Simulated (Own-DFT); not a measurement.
## Calculated data, GaN (wurtzite, strained, atoms displaced), SiC (4H silicon carbide, atoms displaced), GaP (zincblende, strained, atoms displaced)

A calculation, not a measurement: plane-wave PBE density functional theory by an unreviewed code, no spin, of a simulated periodic cell, stress positive in tension, free energy of the whole cell less one offset for each atom, forces on such cells passed a denser k mesh, this cell's mesh not checked; offsets are fitted by least squares, one for each functional and potential file, so energies compare only between cells with the same atoms and settings and are not formation energies; the far tail of each file's local potential was reset to the Coulomb form; each entry is a single point on an unrelaxed cell, so the pressure reflects the starting lattice, mostly measured values (interpolated for alloys), from which strain is counted, and rises with the displacements; printed positions are rounded, which can move forces by about a meV/angstrom; the program, named Own-DFT, is a retired in-house code; no spin-orbit coupling. Program: Own-DFT development build.

Common to all runs: functional PBE.

(1) GaN (wurtzite, strained, atoms displaced)

```
CELL_PARAMETERS angstrom
12.75600 0.03190 0.00000
-4.76280 8.27330 0.00000
0.00000 0.00000 10.37000
ATOMIC_POSITIONS crystal
Ga 0.08369 0.22378 0.00836
Ga 0.16460 0.10661 0.24768
N 0.08471 0.22359 0.19882
N 0.16498 0.10835 0.43508
Ga 0.09288 0.22886 0.49672
Ga 0.15845 0.11165 0.74860
N 0.08634 0.22084 0.68543
N 0.16716 0.10677 0.94067
Ga 0.08506 0.55967 0.00339
Ga 0.16298 0.44860 0.25336
N 0.08533 0.54709 0.18448
N 0.16320 0.44368 0.44144
Ga 0.07754 0.55275 0.49189
Ga 0.16855 0.45199 0.75340
N 0.08789 0.55494 0.68846
N 0.16037 0.43369 0.93696
Ga 0.09426 0.89437 0.00155
Ga 0.16912 0.77718 0.24887
N 0.08091 0.89029 0.19769
N 0.16810 0.77909 0.42869
Ga 0.08148 0.88220 0.50002
Ga 0.17588 0.79005 0.74643
N 0.07497 0.87508 0.69288
N 0.16496 0.76885 0.93462
Ga 0.33019 0.22722 0.00086
Ga 0.42957 0.11889 0.24500
N 0.33541 0.22756 0.18561
N 0.41191 0.10704 0.43061
Ga 0.33212 0.22516 0.50228
Ga 0.41492 0.11319 0.74839
N 0.33535 0.22289 0.68810
N 0.41682 0.11346 0.94043
Ga 0.33480 0.55654 0.00042
Ga 0.41115 0.43203 0.24554
N 0.33472 0.54824 0.18909
N 0.41959 0.44221 0.44675
Ga 0.33802 0.55710 0.49227
Ga 0.42187 0.44703 0.75666
N 0.33415 0.55590 0.69646
N 0.41255 0.43898 0.93422
Ga 0.33051 0.89319 0.99404
Ga 0.41860 0.78255 0.25220
N 0.33570 0.88667 0.18302
N 0.41324 0.77248 0.43777
Ga 0.33631 0.88690 0.50061
Ga 0.41613 0.78354 0.75297
N 0.33259 0.88413 0.69044
N 0.41856 0.77480 0.93722
Ga 0.58555 0.22833 0.99565
Ga 0.66783 0.11611 0.24740
N 0.58647 0.22131 0.19424
N 0.66440 0.10907 0.44741
Ga 0.58136 0.22432 0.50125
Ga 0.66135 0.10389 0.74126
N 0.58869 0.22754 0.68625
N 0.67483 0.12000 0.93933
Ga 0.58466 0.55965 0.99861
Ga 0.66952 0.44065 0.24921
N 0.58186 0.54647 0.18565
N 0.66119 0.44769 0.43832
Ga 0.58659 0.55434 0.50823
Ga 0.66630 0.44440 0.75372
N 0.58494 0.56358 0.68587
N 0.66328 0.45084 0.94164
Ga 0.57855 0.88124 0.99682
Ga 0.66798 0.77998 0.25161
N 0.57898 0.89106 0.19419
N 0.67014 0.77828 0.44551
Ga 0.58231 0.88927 0.49668
Ga 0.66191 0.77013 0.75073
N 0.58634 0.89030 0.68104
N 0.66670 0.77120 0.94479
Ga 0.83379 0.22206 0.00325
Ga 0.91415 0.11189 0.24743
N 0.82859 0.21337 0.18881
N 0.91169 0.11375 0.43423
Ga 0.82304 0.21344 0.51002
Ga 0.92569 0.10679 0.74990
N 0.82956 0.22347 0.69077
N 0.92383 0.12310 0.94590
Ga 0.83796 0.55958 0.99627
Ga 0.92076 0.45123 0.25632
N 0.83233 0.54940 0.19324
N 0.90853 0.45063 0.42541
Ga 0.82430 0.53888 0.49913
Ga 0.92544 0.45399 0.74634
N 0.82836 0.55849 0.69693
N 0.91994 0.44764 0.94410
Ga 0.83581 0.88744 0.00337
Ga 0.90882 0.77178 0.24839
N 0.83482 0.89521 0.19394
N 0.91705 0.77644 0.42968
Ga 0.83105 0.88610 0.49893
Ga 0.91884 0.78212 0.76008
N 0.83686 0.88810 0.68803
N 0.91299 0.77283 0.93301
```

- potential files: PseudoDojo norm-conserving, scalar-relativistic, standard set with the stringent files for Ga
- wave cutoff: 96 hartree
- occupations: Gaussian
- smearing width: 0.01 eV
- k mesh: 3 x 4 x 3 centred on Gamma
- free energy of cell above offsets: -4.933 eV
- pressure: 7.05 GPa
- stress xx: -7.13 GPa
- stress yy: -6.73 GPa
- stress zz: -7.28 GPa
- stress yz: 0.64 GPa
- stress xz: 0.06 GPa
- stress xy: 1.14 GPa

Force:
| element | x (eV/Å) | y (eV/Å) | z (eV/Å) |
| --- | --- | --- | --- |
| Ga | 0.508 | -0.21 | 0.282 |
| Ga | 0.37 | 0.902 | 0.671 |
| N | -0.264 | 0.033 | -0.981 |
| N | 0.648 | -0.011 | 0.749 |
| Ga | -1.734 | -1.468 | -0.064 |
| Ga | 2.453 | -0.815 | 0.505 |
| N | -0.916 | 1.233 | -0.28 |
| N | -0.697 | 0.658 | -0.527 |
| Ga | 0.306 | -1.552 | -0.872 |
| Ga | 2.417 | -1.07 | 0.136 |
| N | -1.818 | 1.637 | 0.753 |
| N | 0.605 | 0.957 | -0.506 |
| Ga | 0.038 | 0.372 | 0.994 |
| Ga | 0.985 | -1.056 | -0.343 |
| N | -0.969 | 1.138 | -1.13 |
| N | 0.551 | 1.629 | 0.738 |
| Ga | -1.322 | -1.26 | 0.596 |
| Ga | -0.131 | 0.338 | -0.945 |
| N | 0.609 | -1.277 | -1.986 |
| N | 0.354 | -0.467 | 2.03 |
| Ga | -0.696 | 0.257 | -0.393 |
| Ga | -1.594 | -2.067 | 0.401 |
| N | 1.176 | 1.795 | -0.946 |
| N | 0.079 | 1.481 | 0.059 |
| Ga | 0.85 | -0.529 | -0.195 |
| Ga | -2.605 | -1.503 | 0.325 |
| N | 0.284 | -2.587 | -0.095 |
| N | 0.561 | 0.298 | 1.187 |
| Ga | 0.256 | -0.982 | -0.516 |
| Ga | 0.782 | 0.183 | 0.265 |
| N | -0.864 | -0.167 | 0.395 |
| N | -0.07 | 0.222 | -0.556 |
| Ga | -0.676 | -0.799 | -0.019 |
| Ga | 0.867 | 2.315 | 1.529 |
| N | -1.121 | 1.011 | 0.153 |
| N | -0.272 | 0.402 | -1.386 |
| Ga | -0.617 | -0.87 | 1.735 |
| Ga | -0.994 | -0.172 | -1.828 |
| N | 0.234 | 0.38 | -1.142 |
| N | 0.497 | 1.047 | 1.38 |
| Ga | 1.141 | -0.59 | 0.782 |
| Ga | -0.217 | -1.308 | -0.624 |
| N | -0.713 | 0.585 | 0.046 |
| N | 0.464 | 0.847 | 0.041 |
| Ga | -0.964 | 0.25 | -0.623 |
| Ga | 1.572 | -1.3 | -0.621 |
| N | 0.333 | 1.745 | -0.887 |
| N | -1.101 | 0.443 | 0.13 |
| Ga | 0.45 | -0.482 | 0.479 |
| Ga | 0.863 | -1.055 | 1.144 |
| N | 0.258 | 0.98 | -1.737 |
| N | -0.969 | 0.37 | -1.553 |
| Ga | -0.457 | -0.364 | -0.652 |
| Ga | 0.84 | 1.138 | 1.568 |
| N | -1.4 | -0.585 | 0.511 |
| N | -1.482 | -1.563 | -0.712 |
| Ga | -0.851 | -1.309 | 1.125 |
| Ga | -1.035 | 0.668 | 0.206 |
| N | -0.243 | 0.892 | 0.628 |
| N | 1.249 | -1.166 | -0.259 |
| Ga | -1.237 | 0.74 | -1.511 |
| Ga | -0.184 | 0.231 | 0.048 |
| N | 0.387 | -1.774 | 1.524 |
| N | 1.433 | -0.697 | -0.489 |
| Ga | 0.808 | 1.661 | 0.991 |
| Ga | -0.49 | -0.79 | 0.206 |
| N | 1.29 | -0.101 | -0.833 |
| N | -1.266 | -0.602 | -1.108 |
| Ga | 0.387 | -0.735 | -0.168 |
| Ga | 0.749 | 2.115 | 0.305 |
| N | -0.747 | -0.965 | 1.227 |
| N | -0.423 | 1.738 | -1.157 |
| Ga | 0.17 | 0.749 | -0.278 |
| Ga | 0.524 | 0.515 | 1.078 |
| N | 0.006 | 1.677 | 0.057 |
| N | 0.725 | 0.117 | 1.119 |
| Ga | 1.678 | 0.712 | -1.331 |
| Ga | -2.063 | 0.6 | 0.386 |
| N | 1.314 | 0.289 | 0.674 |
| N | -0.028 | -2.019 | -1.067 |
| Ga | -0.523 | -1.016 | 0.827 |
| Ga | 0.207 | -1.307 | -3.525 |
| N | -0.059 | 0.739 | -1.556 |
| N | 1.964 | -1.388 | 3.844 |
| Ga | -0.997 | 2.617 | 1.036 |
| Ga | -1.21 | -0.929 | 1.019 |
| N | 1.362 | -0.228 | -1.286 |
| N | -0.073 | -0.104 | -0.847 |
| Ga | -0.363 | 0.798 | -0.043 |
| Ga | 0.71 | 0.415 | 0.082 |
| N | -0.088 | -1.301 | -1.21 |
| N | -0.357 | -0.507 | 1.902 |
| Ga | 1.38 | 0.963 | -0.014 |
| Ga | -0.78 | -1.061 | -2.557 |
| N | -0.772 | -0.074 | 0.459 |
| N | 0.758 | 1.297 | 3.027 |

(2) SiC (4H silicon carbide, atoms displaced)

```
CELL_PARAMETERS angstrom
6.16540 0.00000 0.00000
-3.08270 5.33940 0.00000
0.00000 0.00000 10.06810
ATOMIC_POSITIONS crystal
Si 0.02746 0.01519 0.39862
Si 0.12964 0.31796 0.14917
C 0.98633 0.00131 0.06964
C 0.13438 0.28621 0.34733
Si 0.01039 0.50221 0.40881
Si 0.16851 0.82908 0.16943
C 0.96123 0.47421 0.11487
C 0.16726 0.83736 0.33209
Si 0.49807 0.99464 0.39679
Si 0.64425 0.32314 0.15013
C 0.48771 0.98732 0.10399
C 0.62223 0.32595 0.35799
Si 0.47634 0.50616 0.39897
Si 0.67652 0.83582 0.16155
C 0.49037 0.50830 0.08626
C 0.64758 0.82412 0.33403
Si 0.97668 0.00118 0.90049
Si 0.84316 0.64668 0.64420
C 0.00769 0.00856 0.57390
C 0.82785 0.66504 0.83986
Si 0.00859 0.50757 0.88881
Si 0.83776 0.17375 0.65047
C 0.00475 0.49485 0.59140
C 0.85209 0.17433 0.83654
Si 0.51433 0.99571 0.91055
Si 0.32255 0.63968 0.66992
C 0.46457 0.99172 0.59852
C 0.32427 0.64790 0.83170
Si 0.49458 0.48814 0.90423
Si 0.30875 0.14917 0.66749
C 0.48261 0.49742 0.59404
C 0.33623 0.16109 0.82322
```

* potential files: PseudoDojo norm-conserving, scalar-relativistic, standard set
* wave cutoff: 42 hartree
* occupations: Fermi-Dirac
* smearing width: 0.1 eV
* hardware: one NVIDIA H100
* k mesh: 5 x 5 x 3 centred on Gamma
* free energy of cell above offsets: 5.426 eV
* pressure: 12.12 GPa
* stress xx: -5.9 GPa
* stress yy: -9.14 GPa
* stress zz: -21.31 GPa
* stress yz: 1.48 GPa
* stress xz: 0.41 GPa
* stress xy: 3.57 GPa
* wall time: 117.4 s

Force:
| element | x (eV/Å) | y (eV/Å) | z (eV/Å) |
| --- | --- | --- | --- |
| Si | -1.127 | -9.862 | 3.125 |
| Si | 2.641 | 0.187 | 0.615 |
| C | 1.074 | -0.55 | 6.055 |
| C | -1.671 | 12.16 | -5.25 |
| Si | -2.274 | -1.456 | -1.496 |
| Si | -1.706 | -1.501 | -7.514 |
| C | 1.941 | 3.574 | -3.248 |
| C | 0.369 | -1.315 | 6.049 |
| Si | -1.312 | 0.927 | 3.05 |
| Si | -2.414 | -0.004 | 2.574 |
| C | 0.646 | 0.259 | -2.438 |
| C | 3.745 | 0.76 | -2.606 |
| Si | 0.609 | -1.484 | 2.502 |
| Si | -1.07 | -0.748 | -3.54 |
| C | -0.328 | -1.395 | 1.114 |
| C | 1.71 | 0.832 | 2.162 |
| Si | 4.626 | -1.613 | -2.656 |
| Si | -4.802 | 2.454 | 0.711 |
| C | -1.017 | -1.912 | 3.789 |
| C | 0.417 | -0.03 | -0.729 |
| Si | -1.791 | -0.525 | 3.039 |
| Si | -1.369 | -3.277 | -1.353 |
| C | 0.978 | -0.255 | -0.254 |
| C | -3.176 | 0.505 | -0.345 |
| Si | -2.073 | -0.153 | -1.517 |
| Si | 0.114 | 3.331 | -7.641 |
| C | 3.601 | -1.072 | -1.22 |
| C | 1.13 | 1.838 | 7.651 |
| Si | -0.032 | -0.376 | -1.335 |
| Si | 0.359 | 1.398 | -10.52 |
| C | 2.028 | -0.544 | -0.773 |
| C | 0.173 | -0.155 | 12 |

(3) SiC (4H silicon carbide, atoms displaced)

```
CELL_PARAMETERS angstrom
6.16540 0.00000 0.00000
-3.08270 5.33940 0.00000
0.00000 0.00000 10.06810
ATOMIC_POSITIONS crystal
Si 0.99250 0.97799 0.42356
Si 0.15496 0.33537 0.16310
C 0.97178 0.98653 0.09712
C 0.17792 0.33848 0.36329
Si 0.02865 0.51444 0.41039
Si 0.16962 0.82197 0.15665
C 0.01786 0.49749 0.08975
C 0.19130 0.84538 0.34804
Si 0.50598 0.02821 0.42438
Si 0.67772 0.35437 0.14735
C 0.53224 0.01920 0.10382
C 0.67746 0.34084 0.35218
Si 0.47487 0.50579 0.40336
Si 0.66337 0.87302 0.14964
C 0.52223 0.50221 0.07284
C 0.65781 0.79721 0.34416
Si 0.99417 0.96882 0.91463
Si 0.80745 0.63400 0.66164
C 0.99568 0.99620 0.59558
C 0.82875 0.67582 0.83692
Si 0.99009 0.50901 0.91226
Si 0.82246 0.15256 0.66159
C 0.00197 0.50807 0.59897
C 0.83726 0.15356 0.83621
Si 0.50825 0.99391 0.91442
Si 0.32739 0.67657 0.66720
C 0.50960 0.99955 0.59588
C 0.30788 0.66757 0.83981
Si 0.50803 0.49888 0.91403
Si 0.33617 0.15181 0.65466
C 0.49409 0.49755 0.59367
C 0.34602 0.13578 0.83326
```

- potential files: PseudoDojo norm-conserving, scalar-relativistic, standard set
- wave cutoff: 42 hartree
- occupations: Fermi-Dirac
- smearing width: 0.1 eV
- hardware: one NVIDIA H100
- k mesh: 5 x 5 x 3 centred on Gamma
- free energy of cell above offsets: 4.658 eV
- pressure: 11.4 GPa
- stress xx: -11.01 GPa
- stress yy: -7.13 GPa
- stress zz: -16.05 GPa
- stress yz: 1.2 GPa
- stress xz: -3.12 GPa
- stress xy: 0.57 GPa
- wall time: 121.9 s

Force:
| element | x (eV/Å) | y (eV/Å) | z (eV/Å) |
| --- | --- | --- | --- |
| Si | -0.677 | 0.116 | -3.972 |
| Si | 3.729 | -1.687 | 0.172 |
| C | 4.276 | 1.769 | -0.019 |
| C | -4.312 | -4.422 | -4.27 |
| Si | -3.177 | -0.369 | 1.065 |
| Si | -0.72 | 2.324 | 1.547 |
| C | -2.314 | 1.33 | 0.998 |
| C | -1.213 | -0.43 | -0.217 |
| Si | 2.124 | -1.781 | -4.387 |
| Si | 0.697 | -0.598 | 3.543 |
| C | -9.788 | 3.203 | -4.445 |
| C | -0.137 | 1.22 | -1.572 |
| Si | 6.939 | -0.669 | 3.428 |
| Si | 8.032 | -8.593 | 5.793 |
| C | -2.815 | 0.827 | 8.711 |
| C | -0.572 | 6.588 | -1.585 |
| Si | -0.21 | 4.652 | -2.172 |
| Si | 0.556 | 2.705 | -2.469 |
| C | 0.437 | -1.109 | 2.42 |
| C | 0.133 | -2.947 | 2.591 |
| Si | 1.353 | -1.964 | -3.424 |
| Si | 2.041 | 1.944 | -1.674 |
| C | 0.336 | -1.333 | -0.219 |
| C | -0.202 | 0.529 | 4.369 |
| Si | 0.534 | -0.064 | -2.018 |
| Si | 1.033 | -1.692 | -2.825 |
| C | -1.008 | -0.577 | 1.35 |
| C | 2.593 | -0.312 | 4.197 |
| Si | -2.212 | -1.363 | -9.132 |
| Si | -1.898 | 1.324 | -0.192 |
| C | -1.175 | -0.705 | 0.705 |
| C | -2.383 | 2.083 | 3.704 |

(4) GaP (zincblende, strained, atoms displaced)

```
CELL_PARAMETERS angstrom
10.86200 0.00000 0.00000
0.00000 10.86200 0.00000
0.00000 0.00000 10.94390
ATOMIC_POSITIONS crystal
Ga 0.99902 0.99882 0.99788
Ga 0.99878 0.25171 0.25724
Ga 0.24970 0.99417 0.25522
Ga 0.25215 0.25209 0.99877
P 0.12836 0.12735 0.12129
P 0.12122 0.37430 0.37193
P 0.37591 0.12758 0.37212
P 0.37572 0.37173 0.12502
Ga 0.99793 0.00074 0.49679
Ga 0.99858 0.24483 0.75012
Ga 0.24794 0.00410 0.75360
Ga 0.24784 0.24720 0.50021
P 0.12709 0.11905 0.62901
P 0.12564 0.37720 0.87550
P 0.37410 0.12868 0.87300
P 0.37639 0.37370 0.61772
Ga 0.99842 0.50163 0.00128
Ga 0.00331 0.74757 0.24873
Ga 0.25093 0.49770 0.24866
Ga 0.25582 0.74937 0.00376
P 0.13318 0.62493 0.12413
P 0.12663 0.87605 0.38363
P 0.37049 0.62139 0.37541
P 0.37384 0.87163 0.12666
Ga 0.99835 0.49747 0.49874
Ga 0.99916 0.74835 0.74939
Ga 0.24858 0.49937 0.75230
Ga 0.25000 0.75226 0.50239
P 0.12469 0.62762 0.61987
P 0.12216 0.87807 0.87563
P 0.37661 0.62876 0.87658
P 0.37639 0.87477 0.62512
Ga 0.50632 0.00753 0.00113
Ga 0.49675 0.24686 0.25139
Ga 0.74895 0.99959 0.25183
Ga 0.75305 0.25148 0.00234
P 0.62258 0.12518 0.12716
P 0.62542 0.37308 0.37406
P 0.88087 0.12526 0.37423
P 0.87205 0.37430 0.12953
Ga 0.49840 0.99764 0.50244
Ga 0.50192 0.25167 0.75069
Ga 0.75065 0.99879 0.75295
Ga 0.74927 0.24672 0.50283
P 0.62652 0.12709 0.62985
P 0.62773 0.37804 0.87836
P 0.87011 0.12701 0.87159
P 0.87270 0.37443 0.62614
Ga 0.49375 0.50107 0.99729
Ga 0.49983 0.74670 0.25311
Ga 0.75093 0.49968 0.25509
Ga 0.74869 0.74809 0.00208
P 0.62778 0.62232 0.12238
P 0.62179 0.87366 0.37422
P 0.87447 0.62632 0.37674
P 0.87367 0.87636 0.12265
Ga 0.49987 0.49959 0.49824
Ga 0.50081 0.74567 0.75002
Ga 0.75563 0.49869 0.74668
Ga 0.74799 0.75219 0.50929
P 0.63059 0.62836 0.62550
P 0.63222 0.87731 0.87425
P 0.87372 0.62343 0.87794
P 0.87289 0.87057 0.62255
```

* potential files: PseudoDojo norm-conserving, scalar-relativistic, standard set
* wave cutoff: 42 hartree
* occupations: Fermi-Dirac
* smearing width: 0.1 eV
* hardware: one NVIDIA H100
* k mesh: 3 x 3 x 3 centred on Gamma
* free energy of cell above offsets: -34.898 eV
* pressure: 3.18 GPa
* stress xx: -3.36 GPa
* stress yy: -3.4 GPa
* stress zz: -2.79 GPa
* stress yz: 0.17 GPa
* stress xz: 0.27 GPa
* stress xy: -0.53 GPa
* wall time: 518.1 s

Force:
| element | x (eV/Å) | y (eV/Å) | z (eV/Å) |
| --- | --- | --- | --- |
| Ga | -0.125 | 0.674 | 0.214 |
| Ga | 0.287 | -0.275 | -1.411 |
| Ga | -0.049 | 0.552 | -0.573 |
| Ga | -0.222 | -0.025 | -0.041 |
| P | -0.483 | -0.374 | 0.686 |
| P | 0.683 | 0.221 | 0.671 |
| P | -0.412 | -0.756 | 0.714 |
| P | 0.056 | 0.361 | 0.008 |
| Ga | 0.129 | -0.268 | 0.793 |
| Ga | 0.308 | 0.562 | -0.043 |
| Ga | 0.534 | -0.812 | 0.088 |
| Ga | -0.12 | 0.072 | -0.205 |
| P | -0.622 | 0.647 | -0.744 |
| P | -0.436 | -0.374 | 0.006 |
| P | 0.428 | -0.203 | 0.26 |
| P | -0.227 | 0.137 | 0.976 |
| Ga | 0.223 | -0.233 | 0.308 |
| Ga | -0.046 | 0.363 | 0.134 |
| Ga | -0.048 | -0.257 | 0.044 |
| Ga | -0.609 | 0.467 | -0.592 |
| P | -0.819 | -0.175 | 0.028 |
| P | -0.382 | -0.301 | -0.913 |
| P | 0.336 | 0.366 | 0.136 |
| P | 0.773 | 0.705 | 0.053 |
| Ga | 0 | 0.21 | 0.082 |
| Ga | 0.089 | 0.002 | 0.138 |
| Ga | 0.294 | 0.265 | -0.674 |
| Ga | 0.362 | -0.244 | -0.073 |
| P | -0.066 | -0.57 | 0.676 |
| P | 0.51 | -0.755 | -0.064 |
| P | -0.421 | -0.372 | -0.459 |
| P | -0.268 | -0.016 | 0.615 |
| Ga | -0.803 | -0.948 | -0.43 |
| Ga | 0.501 | 0.52 | -0.227 |
| Ga | 0.1 | -0.053 | -0.072 |
| Ga | -0.46 | -0.098 | 0.011 |
| P | 0.764 | 0.447 | 0.22 |
| P | -0.105 | -0.139 | 0.198 |
| P | -1.118 | -0.145 | 0.264 |
| P | 0.597 | 0.146 | -0.087 |
| Ga | 0.302 | 0.604 | -0.222 |
| Ga | -0.066 | 0.409 | 0.015 |
| Ga | 0.21 | 0.053 | -0.777 |
| Ga | 0.093 | 0.155 | -0.336 |
| P | -0.225 | -0.669 | -0.397 |
| P | -0.238 | -0.053 | -0.393 |
| P | 0.518 | -0.236 | 0.669 |
| P | 0.687 | -0.414 | -0.371 |
| Ga | 0.695 | -0.206 | 0.432 |
| Ga | -0.048 | -0.272 | -0.477 |
| Ga | -0.166 | 0.171 | -0.317 |
| Ga | 0.162 | 0.23 | -0.168 |
| P | -0.606 | -0.091 | 0.553 |
| P | 0.41 | 0.056 | 0.48 |
| P | -0.051 | 0.201 | 0.103 |
| P | 0.247 | -0.247 | 0.457 |
| Ga | 0.363 | 0.239 | 0.027 |
| Ga | 0.373 | 0.741 | 0.051 |
| Ga | -0.589 | 0.253 | 0.63 |
| Ga | -0.003 | -0.018 | -1.563 |
| P | -0.881 | -1.052 | 0.227 |
| P | -1.088 | -0.488 | 0.383 |
| P | 0.185 | 0.238 | -0.355 |
| P | 0.584 | 1.074 | 0.63 |
